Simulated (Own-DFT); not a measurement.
# Response to strain: wurtzite GaN, 96 atoms (Ga48N48)

Calculated results; nothing here was measured. They come from Own-DFT, an in-house plane-wave density functional program, since retired, whose code no person has reviewed. Each row is one single-point run on a periodic cell that was not relaxed, without spin or spin-orbit coupling.

Settings of every run: PBE; PseudoDojo norm-conserving scalar-relativistic files (stringent for Ga); cutoff 96 hartree; 3 x 4 x 3 k mesh centred on Gamma; Gaussian smearing of 0.01 eV.

Known limits: forces on such cells passed a denser k mesh, each cell not checked; stress not checked against mesh or cutoff.

Unstrained cell vectors in Å: (12.756, 0.000, 0.000); (-4.784, 8.285, 0.000); (0.000, 0.000, 10.370). The unstrained cell has measured lattice constants (interpolated for alloys), not those of this functional. That, the random moves and any unrelaxed bonds set the pressure at no strain. Each run strains this cell uniformly, with the atoms carried along. Every atom was also moved at random, by a Gaussian of width 0.05 Å on each axis. Strain is the symmetric tensor, in per cent. Stress is positive in tension, and the pressure is minus a third of its trace.

| run | e_xx (%) | e_yy (%) | e_zz (%) | s_xx (GPa) | s_yy (GPa) | s_zz (GPa) | P (GPa) | E (meV/atom) |
|---|---|---|---|---|---|---|---|---|
| 1 | 0.00 | 0.00 | 2.50 | -4.55 | -6.71 | 3.10 | 2.72 | 14.4 |
| 2 | 0.00 | 0.00 | -0.75 | -7.10 | -7.47 | -11.41 | 8.66 | 19.8 |
| 3 | 0.00 | 0.00 | 2.25 | -5.26 | -5.01 | 2.72 | 2.52 | 0.0 |
| 4 | 0.00 | 0.00 | 1.00 | -6.71 | -6.05 | -3.24 | 5.33 | 14.4 |
| 5 | 0.00 | 0.00 | -1.00 | -8.08 | -9.31 | -11.86 | 9.75 | 38.7 |
| 6 | 0.00 | 0.00 | 0.25 | -6.19 | -8.35 | -6.23 | 6.93 | 19.1 |
| 7 | 0.00 | 0.00 | -2.00 | -8.60 | -7.89 | -18.96 | 11.82 | 43.8 |
| 8 | 0.00 | 0.00 | 0.50 | -7.71 | -4.74 | -5.47 | 5.98 | 7.1 |
| 9 | 0.00 | 0.00 | -1.50 | ? | ? | ? | ? | ? |

E is the free energy for each atom above the lowest run shown.

## Worked fit

The change of volume is close to e_xx + e_yy + e_zz. A straight line through the runs shown gives P = 7.43 - 208 x (fractional change of volume) GPa, with an error of 8 on the slope and a scatter of 0.34 GPa. The strain isn't the same on all axes and the cell isn't cubic, so the slope belongs to this path and is not the bulk modulus.

## Withheld run

Question: what pressure should run 9 give? Its volume changes by -1.50 %.

The line gives 10.5 GPa. The calculation gave 10.32 GPa.
